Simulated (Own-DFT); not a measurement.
# What random displacements cost in rutile TiO2, 72 atoms (O48Ti24)

These are calculations, not measurements. They come from Own-DFT, an in-house plane-wave density functional program, since retired, whose code no person has reviewed. Each row is one single-point run on a periodic cell that was not relaxed, without spin or spin-orbit coupling.

Settings of every run: PBE; PseudoDojo norm-conserving scalar-relativistic files; cutoff 72 hartree; 3 x 3 x 3 k mesh centred on Gamma; Fermi-Dirac smearing of 0.1 eV.

Known limits: oxygen file: force components 24 meV/angstrom off all-electron in a glass; forces on such cells passed a denser k mesh, each cell not checked; stress not checked against mesh or cutoff.

Cell vectors in Å: (9.187, 0.000, 0.000); (0.000, 9.187, 0.000); (0.000, 0.000, 8.876). In each run every atom was moved at random and independently from its ideal site; u is the rms move along one axis. E is the free energy for each atom above the fitted value at u = 0, and F the rms of the force components.

| run | u (Å) | E (meV/atom) | F (eV/Å) | largest force (eV/Å) | P (GPa) |
|---|---|---|---|---|---|
| 1 | 0.0183 | 6.3 | 0.308 | 0.99 | 4.94 |
| 2 | 0.0211 | 10.6 | 0.459 | 1.53 | 5.07 |
| 3 | 0.0222 | 8.8 | 0.366 | 1.53 | 4.85 |
| 4 | 0.0476 | 44.7 | 0.910 | 2.97 | 6.54 |
| 5 | 0.0486 | ? | ? | ? | ? |
| 6 | 0.0522 | 61.6 | 1.136 | 4.35 | 6.47 |
| 7 | 0.0781 | 126.8 | 1.667 | 6.96 | 10.68 |
| 8 | 0.0808 | 133.7 | 1.668 | 8.42 | 9.26 |
| 9 | 0.0840 | 128.6 | 1.574 | 6.73 | 9.50 |
| 10 | 0.1194 | 283.8 | 2.671 | 12.70 | 15.90 |

## Worked fit

For small independent moves the energy grows as E = (3/2) K u², with K the mean stiffness felt by one atom. The runs with u up to 0.11 Å give K = 13.5 ± 0.5 eV/Å², with residuals divided by u² + 0.0006 Å², since the noise grows with the moves. The scatter is 4.2 meV/atom at u = 0.05 Å. The forces follow F = G u with G = 19.7 eV/Å²; no force at u = 0 is resolved. G exceeds K because the moves of its neighbours add to the force on an atom, and stiffness differs between atoms. The pressure follows P = 4.64 + 778 u² GPa: at fixed volume, shortened bonds push harder than stretched ones pull.

## Withheld run

Question: what energy and rms force should run 5 give?

The fit gives 48 ± 4 meV/atom and about 0.96 eV/Å. The calculation gave 49.3 meV/atom and 0.952 eV/Å.
